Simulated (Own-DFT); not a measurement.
## Calculated data, SiC (2H silicon carbide, strained, atoms displaced)

A calculation, not a measurement: plane-wave PBE density functional theory by an unreviewed code, no spin, of a simulated periodic cell, stress positive in tension, free energy of the whole cell less one offset for each atom, forces on such cells passed a denser k mesh, this cell's mesh not checked; offsets are fitted by least squares, one for each functional and potential file, so energies compare only between cells with the same atoms and settings and are not formation energies; the far tail of each file's local potential was reset to the Coulomb form; each entry is a single point on an unrelaxed cell, so the pressure reflects the starting lattice, mostly measured values (interpolated for alloys), from which strain is counted, and rises with the displacements; printed positions are rounded, which can move forces by about a meV/angstrom; the program, named Own-DFT, is a retired in-house code; no spin-orbit coupling. Program: Own-DFT development build.

## SiC (2H silicon carbide, strained, atoms displaced)

```xyz
72
Lattice="9.3489 -0.1547 -0.0830 -4.8084 8.1127 0.1519 -0.0904 0.1387 9.9813" Properties=species:S:1:pos:R:3 SiC
Si     4.3968     8.0741    10.0472
Si     0.0239     1.8201     2.5222
C      4.5565     7.9077     1.9430
C      0.0291     1.8421     4.3890
Si     9.2424    -0.0593     4.9143
Si    -0.0966     1.8526     7.5102
C     -0.0278     0.1024     6.7990
C     -0.1473     1.9225     9.4149
Si    -1.5909     2.6900     0.0911
Si    -1.7348     4.5845     2.4850
C     -1.5881     2.7127     1.9011
C     -1.6686     4.7150     4.3608
Si     7.6645     2.6231     4.9771
Si    -1.7443     4.5807     7.5959
C      7.6087     2.5820     6.8033
C     -1.7347     4.6149     9.4703
Si    -3.1888     5.6096    10.0668
Si    -3.2856     7.2436     2.5206
C     -3.1823     5.4608     1.9959
C     -3.2899     7.3033     4.4698
Si    -3.1343     5.4803     5.0664
Si    -3.2232     7.2577     7.5780
C     -3.1915     5.4549     6.9621
C     -3.3587     7.3498     9.4607
Si    -1.6243     8.0095     0.1383
Si     3.1201     1.8224     2.5038
C     -1.6359     8.0011     2.0088
C      3.0471     1.7598     4.2964
Si    -1.6447     8.1009     5.1148
Si     3.0389     1.7349     7.5393
C      3.0412     0.1237     6.8260
C      2.9311     1.7956     9.4721
Si     1.4816     2.7889     9.9839
Si     1.5516     4.4270     2.5971
C      1.5366     2.7193     1.9826
C      1.4096     4.4472     4.4179
Si     1.4603     2.7795     4.9196
Si     1.4669     4.5031     7.6016
C      1.3766     2.6907     6.8916
C      1.3781     4.6145     9.4108
Si    -0.1086     5.4521     0.1130
Si    -0.0250     7.1739     2.6196
C     -0.1717     5.3341     1.9189
C     -0.2143     7.2227     4.5041
Si    -0.0881     5.4506     5.0330
Si    -0.1943     7.2528     7.5560
C     -0.1964     5.3872     6.8464
C     -0.2008     7.3293     9.4128
Si     1.4320     7.9118     0.0985
Si     6.2187     1.7019     2.4881
C      1.3910     7.9879     2.0065
C      6.1929     1.7217     4.3519
Si     1.3564     7.9824     4.9918
Si     6.1897     1.7785     7.5122
C      6.2309    -0.0055     6.7665
C      6.1601     1.8123     9.3340
Si     4.6127     2.5847     0.0193
Si     4.5296     4.4321     2.5401
C      4.6029     2.7084     1.9385
C      4.6234     4.4984     4.3921
Si     4.5889     2.6845     4.9495
Si     4.5280     4.4384     7.4920
C      4.6081     2.6832     6.9175
C      4.5021     4.4341     9.4843
Si     3.0571     5.2537     0.0835
Si     3.0568     7.1626     2.5665
C      3.0726     5.3772     1.9794
C      2.9589     7.0418     4.4858
Si     2.8582     5.4085     5.1055
Si     2.9280     7.2116     7.5134
C      2.9738     5.3903     6.9455
C      2.9713     7.2740     9.3791
```

| Quantity | Value |
| --- | --- |
| functional | PBE |
| potential files | PseudoDojo norm-conserving, scalar-relativistic, standard set |
| wave cutoff | 42 hartree |
| occupations | Fermi-Dirac |
| smearing width | 0.1 eV |
| hardware | one NVIDIA H100 |
| k mesh | 4 x 4 x 3 centred on Gamma |
| free energy of cell above offsets | -4.974 eV |
| pressure | 4.22 GPa |
| stress xx | 0.51 GPa |
| stress yy | -2.36 GPa |
| stress zz | -10.82 GPa |
| stress yz | 4.5 GPa |
| stress xz | -2.39 GPa |
| stress xy | -7.09 GPa |
| wall time | 341.6 s |

Force:
```tsv
element	x (eV/Å)	y (eV/Å)	z (eV/Å)
Si	2.058	1.145	-0.217
Si	-1.126	-0.09	-0.128
C	-0.34	2.632	-0.78
C	-3.144	0.096	-0.446
Si	2.231	-0.86	-0.799
Si	-1.14	0.015	-0.083
C	-0.164	-0.8	2.02
C	0.7	0.08	0.011
Si	0.225	0.063	-1.015
Si	1.679	-1.654	1.534
C	-0.067	0.055	1.554
C	0.945	-3.051	0.508
Si	1.427	0.867	-1.252
Si	1.487	-1.169	-0.78
C	2.312	1.492	1.09
C	0.851	0.594	-0.361
Si	-2.477	-1.497	0.589
Si	2.445	-0.962	2.628
C	-2.273	0.323	-1.513
C	0.17	-0.315	0.326
Si	-2.213	1.441	-0.098
Si	-1.806	0.383	-0.328
C	-1.523	0.896	0.137
C	0.925	-0.047	0.158
Si	-1.529	0.3	0.583
Si	-0.651	-1.989	-0.991
C	-0.002	1.613	-0.098
C	0.445	1.075	2.264
Si	-3.491	1.489	-0.614
Si	-0.743	3.37	-0.14
C	1.354	-2.886	-0.165
C	1.671	0.731	-1.601
Si	-1.943	0.3	1.089
Si	-1.688	1.688	-1.617
C	0.674	-1.031	-1.963
C	0.205	3.011	0.026
Si	1.397	-3.365	2.839
Si	-1.604	-0.128	-1.97
C	2.541	1.267	-0.115
C	0.126	-0.198	1.383
Si	0.384	-2.054	-1.281
Si	-3.941	-1.937	0.041
C	2.683	1.298	1.355
C	2.102	-0.968	-1.218
Si	-1.37	-1.067	-0.319
Si	0.714	-0.493	-1.209
C	1.08	0.882	2.579
C	-0.233	-0.938	0.266
Si	1.202	2.127	-0.362
Si	-0.592	0.735	-0.557
C	2.745	1.25	-0.817
C	-0.723	-0.444	-0.492
Si	1.36	2.003	1.978
Si	-1.681	-0.887	-1.27
C	-1.401	-0.368	0.298
C	-1.151	-0.805	1.466
Si	0.728	-1.134	0.581
Si	2.231	0.852	0.227
C	1.304	-1.603	-1.19
C	-1.344	-0.621	0.878
Si	0.179	-0.172	0.647
Si	0.526	0.704	0.881
C	-0.777	-0.85	-0.71
C	0.507	2.306	-1.963
Si	0.282	0.983	-0.648
Si	-1.749	-1.456	0.908
C	-1.404	-0.23	-0.789
C	-0.877	3.261	-1.697
Si	2.821	-2.788	-0.302
Si	0.818	-0.247	-0.031
C	-0.059	-0.032	0.256
C	-2.308	-2.19	0.835
```
